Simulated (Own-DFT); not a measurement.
## Calculated data, SiC (4H silicon carbide, atoms displaced)

All values are calculated (Own-DFT development build). A calculation, not a measurement: plane-wave PBE density functional theory by an unreviewed code, no spin, of a simulated periodic cell, stress positive in tension, free energy of the whole cell less one offset for each atom, forces on such cells passed a denser k mesh, this cell's mesh not checked; offsets are fitted by least squares, one for each functional and potential file, so energies compare only between cells with the same atoms and settings and are not formation energies; the far tail of each file's local potential was reset to the Coulomb form; each entry is a single point on an unrelaxed cell, so the pressure reflects the starting lattice, mostly measured values (interpolated for alloys), from which strain is counted, and rises with the displacements; printed positions are rounded, which can move forces by about a meV/angstrom; the program, named Own-DFT, is a retired in-house code; no spin-orbit coupling.

Settings shared by all entries: functional PBE; potential files PseudoDojo norm-conserving, scalar-relativistic, standard set; wave cutoff 42 hartree; occupations Fermi-Dirac; smearing width 0.1 eV; hardware one NVIDIA H100; k mesh 4 x 4 x 3 centred on Gamma.

(1) 
```cif
# cell vector a (Å): 9.2481 0.0000 0.0000
# cell vector b (Å): -4.6241 8.0091 0.0000
# cell vector c (Å): 0.0000 0.0000 10.0681
data_SiC
_symmetry_space_group_name_H-M 'P 1'
_symmetry_Int_Tables_number 1
_cell_length_a 9.2481
_cell_length_b 9.2481
_cell_length_c 10.0681
_cell_angle_alpha 90.000
_cell_angle_beta 90.000
_cell_angle_gamma 120.000
_cell_volume 745.73
loop_
_atom_site_label
_atom_site_type_symbol
_atom_site_fract_x
_atom_site_fract_y
_atom_site_fract_z
_atom_site_occupancy
Si1 Si 0.00818 0.99594 0.39702 1
Si2 Si 0.11691 0.22227 0.15670 1
C1 C 0.99503 0.98675 0.09525 1
C2 C 0.10938 0.22211 0.33083 1
Si3 Si 0.00237 0.35822 0.39990 1
Si4 Si 0.12615 0.56482 0.17624 1
C3 C 0.99661 0.32437 0.09784 1
C4 C 0.09178 0.56455 0.36864 1
Si5 Si 0.99507 0.67905 0.40076 1
Si6 Si 0.10600 0.87693 0.13789 1
C5 C 0.00417 0.67862 0.09493 1
C6 C 0.10358 0.88778 0.34878 1
Si7 Si 0.32865 0.00139 0.40077 1
Si8 Si 0.43310 0.20726 0.16329 1
C7 C 0.34103 0.01456 0.08145 1
C8 C 0.46085 0.23828 0.33706 1
Si9 Si 0.33607 0.30559 0.39215 1
Si10 Si 0.45563 0.57175 0.13959 1
C9 C 0.32620 0.31017 0.08725 1
C10 C 0.44145 0.55286 0.34606 1
Si11 Si 0.33595 0.67552 0.40906 1
Si12 Si 0.43999 0.87763 0.16261 1
C11 C 0.32789 0.64560 0.08762 1
C12 C 0.45824 0.89255 0.34038 1
Si13 Si 0.65073 0.00247 0.41912 1
Si14 Si 0.76019 0.22132 0.14592 1
C13 C 0.69488 0.03881 0.09241 1
C14 C 0.78010 0.20900 0.34389 1
Si15 Si 0.65972 0.32092 0.40903 1
Si16 Si 0.77578 0.53944 0.14259 1
C15 C 0.66223 0.35123 0.10970 1
C16 C 0.76856 0.53167 0.33827 1
Si17 Si 0.70241 0.69073 0.41270 1
Si18 Si 0.80228 0.90993 0.17132 1
C17 C 0.68628 0.67101 0.07892 1
C18 C 0.78540 0.88293 0.36132 1
Si19 Si 0.00759 0.00894 0.89861 1
Si20 Si 0.87546 0.77310 0.66487 1
C19 C 0.01491 0.01547 0.58955 1
C20 C 0.89291 0.77941 0.84497 1
Si21 Si 0.99935 0.66592 0.91380 1
Si22 Si 0.89153 0.45634 0.63990 1
C21 C 0.98561 0.65936 0.59547 1
C22 C 0.88981 0.44643 0.84161 1
Si23 Si 0.99102 0.33027 0.90576 1
Si24 Si 0.91206 0.12290 0.66951 1
C23 C 0.99137 0.33682 0.59467 1
C24 C 0.89735 0.10499 0.82922 1
Si25 Si 0.65877 0.99202 0.88976 1
Si26 Si 0.55634 0.78293 0.66651 1
C25 C 0.64339 0.98780 0.57557 1
C26 C 0.54179 0.77267 0.86418 1
Si27 Si 0.67201 0.66669 0.89744 1
Si28 Si 0.56215 0.44521 0.65132 1
C27 C 0.67331 0.69772 0.60033 1
C28 C 0.56260 0.44477 0.84615 1
Si29 Si 0.66474 0.32915 0.91186 1
Si30 Si 0.54703 0.10789 0.66939 1
C29 C 0.68071 0.31861 0.60184 1
C30 C 0.55498 0.10639 0.84441 1
Si31 Si 0.33009 0.99102 0.89671 1
Si32 Si 0.23059 0.76517 0.65822 1
C31 C 0.31755 0.99223 0.60859 1
C32 C 0.23852 0.78104 0.85384 1
Si33 Si 0.35211 0.68336 0.91216 1
Si34 Si 0.22076 0.46031 0.66842 1
C33 C 0.31738 0.66080 0.59069 1
C34 C 0.22800 0.44222 0.84275 1
Si35 Si 0.32065 0.31793 0.90679 1
Si36 Si 0.20374 0.10127 0.64892 1
C35 C 0.33257 0.33679 0.57502 1
C36 C 0.20677 0.11418 0.85809 1
_calc_free_energy_of_cell_above_offsets '15.445'  # eV
_calc_pressure 12.65  # GPa
_calc_stress_xx -11.2  # GPa
_calc_stress_yy -15.9  # GPa
_calc_stress_zz -10.84  # GPa
_calc_stress_yz -0.88  # GPa
_calc_stress_xz 0.13  # GPa
_calc_stress_xy -0.58  # GPa
_calc_wall_time 362.6  # s
```

Force:
```csv
element,x (eV/Å),y (eV/Å),z (eV/Å)
Si,-3.84,3.889,2.444
Si,-0.867,-1.159,-2.054
C,1.444,3.014,-1.664
C,0.677,0.036,2.985
Si,1.562,-7.045,2.229
Si,-2.068,-2.075,-2.256
C,-0.93,1.89,-0.483
C,4.802,3.046,-4.34
Si,-2.192,-2.363,2.507
Si,0.068,6.078,3.019
C,1.731,-6.39,-0.307
C,3.76,0.453,-3.291
Si,1.023,-0.345,1.689
Si,0.211,3.479,-2.564
C,0.713,-4.865,1.528
C,1.54,-5.686,0.218
Si,-6.93,6.246,2.209
Si,4.355,-3.644,3.643
C,-0.267,2.95,1.075
C,0.552,0.762,-1.11
Si,1.238,-2.341,-0.405
Si,0.849,2.147,-3.193
C,-2.354,3.719,1.559
C,-4.232,-1.325,0.341
Si,4.823,1.257,-7.184
Si,1.713,7.648,5.317
C,0.139,-11.96,-3.675
C,-2.022,1.822,-0.584
Si,3.552,0.717,0.953
Si,-0.668,10.67,4.307
C,0.395,-11.26,-5.081
C,-0.018,3.932,0.835
Si,-3.199,-8.13,0.293
Si,-3.168,-2.455,-1.173
C,-2.209,0.575,2.156
C,-1.332,5.795,-3.828
Si,-3.206,-4.388,3.47
Si,3.264,2.096,-1.014
C,-5.234,-4.135,-1.613
C,0.25,0.654,-0.001
Si,0.997,-0.268,-1.965
Si,1.257,-3.38,3.857
C,0.097,4.629,-1.243
C,-0.408,-0.143,0.535
Si,1.672,0.921,0.382
Si,-1.631,0.529,-9.399
C,2.219,0.335,-0.235
C,-3.167,0.146,7.105
Si,2.285,2.542,3.752
Si,-2.642,0.309,-1.509
C,0.345,0.346,11.76
C,7.645,2.864,-5.133
Si,-0.081,-0.233,1.721
Si,-0.965,-0.595,0.182
C,1.365,-4.157,-0.578
C,-1.433,-1.107,-1.152
Si,0.067,1.203,-0.444
Si,0.469,-0.592,-3.926
C,-4.794,0.868,-2.049
C,-0.668,0.702,1.333
Si,-1.198,3.191,1.377
Si,-5.717,2.759,1.641
C,1.828,0.261,-1.887
C,-2.403,-2.174,-1.964
Si,-6.476,-6.492,0.983
Si,0.96,-3.739,-3.703
C,4.363,0.58,0.223
C,-1.175,1.001,2.087
Si,1.534,4.034,0.247
Si,4.943,4.547,2.911
C,0.834,-0.608,2.955
C,5.953,-1.581,-4.824
```

(2) 
```cif
# cell vector a (Å): 9.2481 0.0000 0.0000
# cell vector b (Å): -4.6241 8.0091 0.0000
# cell vector c (Å): 0.0000 0.0000 10.0681
data_SiC
_symmetry_space_group_name_H-M 'P 1'
_symmetry_Int_Tables_number 1
_cell_length_a 9.2481
_cell_length_b 9.2481
_cell_length_c 10.0681
_cell_angle_alpha 90.000
_cell_angle_beta 90.000
_cell_angle_gamma 120.000
_cell_volume 745.73
loop_
_atom_site_label
_atom_site_type_symbol
_atom_site_fract_x
_atom_site_fract_y
_atom_site_fract_z
_atom_site_occupancy
Si1 Si 0.98088 0.98479 0.40991 1
Si2 Si 0.11410 0.22966 0.14685 1
C1 C 0.99608 0.98618 0.09412 1
C2 C 0.10719 0.21133 0.33436 1
Si3 Si 0.98170 0.31904 0.40467 1
Si4 Si 0.13691 0.57147 0.16630 1
C3 C 0.00350 0.33087 0.10524 1
C4 C 0.11243 0.54634 0.35879 1
Si5 Si 0.01406 0.67754 0.42161 1
Si6 Si 0.11725 0.89385 0.13585 1
C5 C 0.01342 0.69416 0.09051 1
C6 C 0.11276 0.88414 0.33218 1
Si7 Si 0.33961 0.00938 0.39979 1
Si8 Si 0.43310 0.22864 0.16425 1
C7 C 0.32971 0.97658 0.08793 1
C8 C 0.46615 0.21673 0.34356 1
Si9 Si 0.34639 0.34733 0.38542 1
Si10 Si 0.44122 0.55664 0.15646 1
C9 C 0.35260 0.34290 0.09436 1
C10 C 0.44474 0.56433 0.34493 1
Si11 Si 0.34045 0.67970 0.41941 1
Si12 Si 0.44040 0.88536 0.16987 1
C11 C 0.34667 0.68345 0.09513 1
C12 C 0.44906 0.87542 0.34123 1
Si13 Si 0.64766 0.98686 0.40469 1
Si14 Si 0.78702 0.23822 0.15469 1
C13 C 0.66597 0.01016 0.09027 1
C14 C 0.79284 0.24873 0.34694 1
Si15 Si 0.67850 0.34942 0.40672 1
Si16 Si 0.76604 0.54991 0.14491 1
C15 C 0.65454 0.31148 0.10603 1
C16 C 0.79155 0.52757 0.34654 1
Si17 Si 0.67491 0.66757 0.39519 1
Si18 Si 0.76908 0.89534 0.14411 1
C17 C 0.66802 0.66929 0.09553 1
C18 C 0.76782 0.87178 0.35590 1
Si19 Si 0.01024 0.00428 0.92031 1
Si20 Si 0.88870 0.75658 0.64782 1
C19 C 0.99369 0.00360 0.59164 1
C20 C 0.88469 0.78102 0.83639 1
Si21 Si 0.01432 0.66642 0.90216 1
Si22 Si 0.90437 0.46324 0.66482 1
C21 C 0.00362 0.66958 0.59749 1
C22 C 0.87813 0.42650 0.84580 1
Si23 Si 0.99408 0.32434 0.91272 1
Si24 Si 0.86364 0.09678 0.66184 1
C23 C 0.00212 0.31860 0.59397 1
C24 C 0.88531 0.10125 0.84106 1
Si25 Si 0.66483 0.00182 0.88967 1
Si26 Si 0.55118 0.76991 0.66978 1
C25 C 0.67424 0.00260 0.60172 1
C26 C 0.56524 0.78368 0.85072 1
Si27 Si 0.66897 0.67928 0.89417 1
Si28 Si 0.58348 0.45343 0.66585 1
C27 C 0.67137 0.65979 0.59269 1
C28 C 0.55035 0.45328 0.84201 1
Si29 Si 0.66749 0.31168 0.90672 1
Si30 Si 0.56354 0.12732 0.66133 1
C29 C 0.64838 0.33409 0.60635 1
C30 C 0.55316 0.09146 0.83989 1
Si31 Si 0.33647 0.99675 0.90220 1
Si32 Si 0.21454 0.78070 0.66034 1
C31 C 0.33599 0.97633 0.61605 1
C32 C 0.22402 0.76572 0.85124 1
Si33 Si 0.35075 0.66934 0.90096 1
Si34 Si 0.21689 0.41609 0.66266 1
C33 C 0.34167 0.66568 0.60095 1
C34 C 0.22099 0.45803 0.85466 1
Si35 Si 0.34077 0.34805 0.90729 1
Si36 Si 0.21955 0.10865 0.64499 1
C35 C 0.31336 0.32342 0.59383 1
C36 C 0.24304 0.13154 0.82632 1
_calc_free_energy_of_cell_above_offsets '10.812'  # eV
_calc_pressure 10.64  # GPa
_calc_stress_xx -11.65  # GPa
_calc_stress_yy -13.35  # GPa
_calc_stress_zz -6.93  # GPa
_calc_stress_yz 1.18  # GPa
_calc_stress_xz -1.42  # GPa
_calc_stress_xy -0.5  # GPa
_calc_wall_time 340.7  # s
```

Force:
```csv
element,x (eV/Å),y (eV/Å),z (eV/Å)
Si,2.666,2.354,-1.086
Si,1.847,-2.52,2.425
C,-1.645,3.368,0.432
C,-0.057,0.614,0.206
Si,7.194,2.545,2.536
Si,-3.15,-0.898,-0.05
C,-1.149,2.757,-2.741
C,0.412,2.305,-0.663
Si,0.516,-2.076,-5.094
Si,0.241,1.375,4.546
C,0.066,-8.241,-1.36
C,-0.176,1.021,1.841
Si,-0.474,-3.295,1.801
Si,4.751,-3.573,-0.824
C,-1.096,4.179,0.261
C,-3.151,2.223,0.102
Si,-1.881,-3.2,4.047
Si,0.901,2.216,0.341
C,-4.078,-0.072,-1.058
C,1.238,0.234,-0.964
Si,-0.053,-4.4,0.218
Si,1.634,1.758,-3.96
C,0.994,-2.722,-0.984
C,-3.511,2.079,1.534
Si,4.605,3.017,2.068
Si,0.82,-2.852,2.294
C,0.034,-0.073,0.143
C,-4.186,-6.038,-1.833
Si,-0.597,-8.266,4.221
Si,3.119,0.536,1.476
C,-1.785,3.334,-3.485
C,-2.028,11.88,-3.616
Si,0.033,-4.634,2.342
Si,1.478,-1.021,2.092
C,-1.404,0.027,-1.205
C,-1.546,4.37,-3.423
Si,-0.333,-0.573,-5.394
Si,-4.525,5.55,2.371
C,1.025,-2.301,0.441
C,2.85,-0.131,0.399
Si,-3.663,-0.876,2.005
Si,0.693,-5.185,-1.094
C,1.948,-0.732,0.035
C,1.277,2.417,0.608
Si,0.556,0.554,-0.45
Si,7.158,3.657,-0.317
C,-2.709,1.07,0.782
C,0.573,1.183,2.162
Si,2.95,-0.642,4.331
Si,1.211,0.838,-2.954
C,-6.286,-3.045,-2.783
C,-1.679,-0.023,-1.258
Si,3.33,-2.546,2.889
Si,-8.053,1.765,0.523
C,-0.877,0.483,-0.698
C,2.448,0.066,1.328
Si,-3.019,1.184,1.428
Si,0.354,-4.125,-0.78
C,6.913,-1.345,-4.118
C,-2.749,3.236,0.052
Si,-0.889,-0.05,-0.173
Si,3.623,-4.658,2.252
C,-1.402,7.595,-4.793
C,0.443,1.915,-2.177
Si,-2.769,0.823,2.302
Si,-3.535,4.163,0.318
C,-1.724,-0.904,0.813
C,1.146,-3.393,-0.925
Si,-0.057,-1.394,-1.024
Si,-0.056,-0.774,0.222
C,6.008,-0.239,-3.215
C,-0.766,-1.879,4.311
```

(3) 
```cif
# cell vector a (Å): 9.2481 0.0000 0.0000
# cell vector b (Å): -4.6241 8.0091 0.0000
# cell vector c (Å): 0.0000 0.0000 10.0681
data_SiC
_symmetry_space_group_name_H-M 'P 1'
_symmetry_Int_Tables_number 1
_cell_length_a 9.2481
_cell_length_b 9.2481
_cell_length_c 10.0681
_cell_angle_alpha 90.000
_cell_angle_beta 90.000
_cell_angle_gamma 120.000
_cell_volume 745.73
loop_
_atom_site_label
_atom_site_type_symbol
_atom_site_fract_x
_atom_site_fract_y
_atom_site_fract_z
_atom_site_occupancy
Si1 Si 0.98744 0.00079 0.41709 1
Si2 Si 0.09413 0.20504 0.15408 1
C1 C 0.01026 0.00216 0.08658 1
C2 C 0.07687 0.20598 0.34295 1
Si3 Si 0.98192 0.32683 0.40948 1
Si4 Si 0.14009 0.56566 0.14674 1
C3 C 0.01219 0.33785 0.08941 1
C4 C 0.10415 0.54637 0.34354 1
Si5 Si 0.97924 0.65863 0.42165 1
Si6 Si 0.09303 0.88765 0.14980 1
C5 C 0.98699 0.67202 0.08146 1
C6 C 0.12285 0.87623 0.33767 1
Si7 Si 0.34169 0.99823 0.39430 1
Si8 Si 0.43084 0.20437 0.17224 1
C7 C 0.34431 0.01204 0.11699 1
C8 C 0.44350 0.24377 0.33658 1
Si9 Si 0.30983 0.30937 0.40826 1
Si10 Si 0.45599 0.56432 0.13770 1
C9 C 0.32684 0.31604 0.08815 1
C10 C 0.43169 0.56686 0.34747 1
Si11 Si 0.33729 0.67376 0.39304 1
Si12 Si 0.46856 0.90307 0.16448 1
C11 C 0.32576 0.65228 0.09450 1
C12 C 0.43487 0.88267 0.34444 1
Si13 Si 0.66193 0.00634 0.40244 1
Si14 Si 0.78774 0.22720 0.15200 1
C13 C 0.66212 0.00427 0.07173 1
C14 C 0.77194 0.22195 0.34001 1
Si15 Si 0.66093 0.31195 0.39288 1
Si16 Si 0.75866 0.54447 0.17146 1
C15 C 0.67249 0.34728 0.09519 1
C16 C 0.78270 0.56259 0.34624 1
Si17 Si 0.67787 0.67501 0.40348 1
Si18 Si 0.76453 0.87906 0.15106 1
C17 C 0.65697 0.67267 0.08858 1
C18 C 0.77049 0.90355 0.33614 1
Si19 Si 0.00244 0.99286 0.91261 1
Si20 Si 0.90922 0.79774 0.65153 1
C19 C 0.00564 0.99077 0.60442 1
C20 C 0.89086 0.77130 0.84671 1
Si21 Si 0.99080 0.65980 0.90893 1
Si22 Si 0.89274 0.46123 0.67071 1
C21 C 0.01084 0.67872 0.60086 1
C22 C 0.87275 0.42955 0.82883 1
Si23 Si 0.00493 0.33607 0.91976 1
Si24 Si 0.89993 0.11134 0.65302 1
C23 C 0.99908 0.34342 0.58906 1
C24 C 0.87848 0.11457 0.86705 1
Si25 Si 0.68588 0.99911 0.89971 1
Si26 Si 0.53932 0.77297 0.63285 1
C25 C 0.67003 0.01217 0.58539 1
C26 C 0.54448 0.77297 0.84782 1
Si27 Si 0.66457 0.66056 0.90357 1
Si28 Si 0.56662 0.43783 0.65244 1
C27 C 0.64908 0.67578 0.59183 1
C28 C 0.57199 0.46075 0.83619 1
Si29 Si 0.66825 0.35388 0.90868 1
Si30 Si 0.56369 0.10755 0.65671 1
C29 C 0.65380 0.31273 0.58490 1
C30 C 0.54627 0.12338 0.83902 1
Si31 Si 0.32721 0.99563 0.90030 1
Si32 Si 0.21131 0.76291 0.68033 1
C31 C 0.35273 0.00674 0.59827 1
C32 C 0.23145 0.76871 0.85201 1
Si33 Si 0.31833 0.65498 0.89318 1
Si34 Si 0.22966 0.44612 0.66766 1
C33 C 0.30554 0.66039 0.60239 1
C34 C 0.22493 0.44236 0.83916 1
Si35 Si 0.33787 0.31975 0.90546 1
Si36 Si 0.22266 0.11311 0.65018 1
C35 C 0.33218 0.31950 0.56505 1
C36 C 0.21619 0.10046 0.84051 1
_calc_free_energy_of_cell_above_offsets '13.496'  # eV
_calc_pressure 11.89  # GPa
_calc_stress_xx -10.6  # GPa
_calc_stress_yy -10.48  # GPa
_calc_stress_zz -14.6  # GPa
_calc_stress_yz -0.6  # GPa
_calc_stress_xz 1.31  # GPa
_calc_stress_xy 1.37  # GPa
_calc_wall_time 332.7  # s
```

Force:
```csv
element,x (eV/Å),y (eV/Å),z (eV/Å)
Si,1.648,-1.532,-2.349
Si,1.584,2.827,0.636
C,-3.906,-0.814,1.278
C,2.551,1.03,0.059
Si,1.986,2.335,-0.646
Si,-9.554,-3.816,4.669
C,-1.035,0.014,2.991
C,-0.676,0.929,-0.444
Si,5.549,1.803,-2.751
Si,5.211,-1.773,2.417
C,1.242,-1.239,3.278
C,-3.992,0.411,1.265
Si,-3.038,1.037,3.017
Si,-0.143,6.093,-4.697
C,-0.249,-6.627,-4.361
C,2.241,-2.704,3.099
Si,-2.402,3.676,-7.865
Si,-4.266,-4.259,3.969
C,-0.025,1.449,1.165
C,5.979,-3.183,-2.475
Si,-4.605,-2.5,3.514
Si,-3.419,-2.108,-2.547
C,6.181,5.681,-4.045
C,3.25,2.577,-0.773
Si,-0.144,-1.002,0.636
Si,-1.293,0.453,-1.261
C,1.847,0.51,5.154
C,1.382,-1.59,-2.154
Si,-4.179,4.162,3.271
Si,1.727,3.229,-3.203
C,0.022,-2.839,0.28
C,-1.789,-2.048,1.049
Si,-4.16,-0.647,0.532
Si,0.55,3.19,-0.263
C,4.175,-0.712,-0.442
C,1.941,-2.201,0.69
Si,-1.535,0.316,-2.521
Si,-2.612,-7.792,3.858
C,-1.975,6.37,-3.263
C,-1.166,1.583,-1.397
Si,1.165,-0.558,-1.487
Si,0.347,-2.276,-8.39
C,-2.335,-1.295,0.351
C,1.76,1.355,8.93
Si,-0.864,-0.466,-4.918
Si,-2.678,1.304,1.369
C,0.985,-1.193,2.526
C,8.638,3.087,-4.769
Si,-9.351,-4.329,-0.619
Si,-2.345,2.001,3.848
C,2.628,-2.358,0.314
C,1.769,0.519,-1.631
Si,-1.214,3.625,-0.694
Si,-2.096,0.712,-2.2
C,6.102,-2.173,-1.396
C,-2.241,-3.216,-0.124
Si,1.407,-3.846,-0.048
Si,-1.827,1.023,1.547
C,1.444,3.764,-0.446
C,1.883,-0.369,1.274
Si,2.346,0.665,1.9
Si,0.676,3.767,-4.311
C,-3.129,-2.267,-1.325
C,-6.031,2.039,1.019
Si,5.308,0.233,3.76
Si,-1.106,-1.087,-5.861
C,3.935,-0.037,-2.211
C,0.167,-2.414,2.876
Si,-0.809,1.158,-0.17
Si,3.598,-0.24,0.298
C,-0.424,1.64,11.84
C,-0.612,0.941,-0.617
```
